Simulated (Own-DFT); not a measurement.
# Response to strain: diamond-structure SiGeSn with randomly placed atoms, 64 atoms (Ge40Si16Sn8)

These are calculations, not measurements. They come from Own-DFT, an in-house plane-wave density functional program, since retired, whose code no person has reviewed. Each row is one single-point run on a periodic cell that was not relaxed, without spin or spin-orbit coupling.

Settings of every run: PBE; PseudoDojo norm-conserving scalar-relativistic files; cutoff 49 hartree; 3 x 3 x 3 k mesh centred on Gamma; Fermi-Dirac smearing of 0.1 eV.

Known limits: forces on such cells moved up to 12 meV/angstrom on a denser k mesh; stress not checked against mesh or cutoff.

Unstrained cell vectors in Å: (11.410, 0.000, 0.000); (0.000, 11.410, 0.000); (0.000, 0.000, 11.410). The unstrained cell has measured lattice constants (interpolated for alloys), not those of this functional. That, the random moves and any unrelaxed bonds set the pressure at no strain. Each run strains this cell uniformly, with the atoms carried along. Every atom was also moved at random, by a Gaussian of width 0.05 Å on each axis. The random placing of the alloy's atoms differs from row to row. Strain is the symmetric tensor, in per cent. Stress is positive in tension, and the pressure is minus a third of its trace.

| run | e_xx (%) | e_yy (%) | e_zz (%) | s_xx (GPa) | s_yy (GPa) | s_zz (GPa) | P (GPa) | E (meV/atom) |
|---|---|---|---|---|---|---|---|---|
| 1 | 2.75 | 2.75 | 0.00 | -0.19 | -0.28 | -1.89 | 0.78 | 0.0 |
| 2 | -1.75 | -1.75 | 0.00 | -7.94 | -8.09 | -6.93 | 7.65 | 48.3 |
| 3 | 2.50 | 2.50 | 0.00 | -0.71 | -0.65 | -2.21 | 1.19 | 4.1 |
| 4 | -2.00 | -2.00 | 0.00 | -8.58 | -8.75 | -7.58 | 8.30 | 66.2 |
| 5 | -0.50 | -0.50 | 0.00 | -5.56 | -5.57 | -5.48 | 5.54 | 28.5 |
| 6 | -2.75 | -2.75 | 0.00 | -10.22 | -10.15 | -8.31 | 9.56 | 66.8 |
| 7 | 0.50 | 0.50 | 0.00 | -3.83 | -3.92 | -4.26 | 4.00 | 21.5 |
| 8 | -2.25 | -2.25 | 0.00 | -9.37 | -9.52 | -7.95 | 8.95 | 82.6 |
| 9 | 0.25 | 0.25 | 0.00 | ? | ? | ? | ? | ? |

E is the free energy for each atom above the lowest run shown.

## Worked fit

The change of volume is close to e_xx + e_yy + e_zz. A straight line through the runs shown gives P = 5.08 - 80 x (fractional change of volume) GPa, with an error of 2 on the slope and a scatter of 0.26 GPa. The strain isn't the same on all axes, but the crystal is cubic, so the slope still estimates the bulk modulus, averaged over pressures from 0.8 to 9.6 GPa.

## Withheld run

Question: what pressure should run 9 give? Its volume changes by 0.50 %.

The line gives 4.7 GPa. The calculation gave 4.37 GPa.
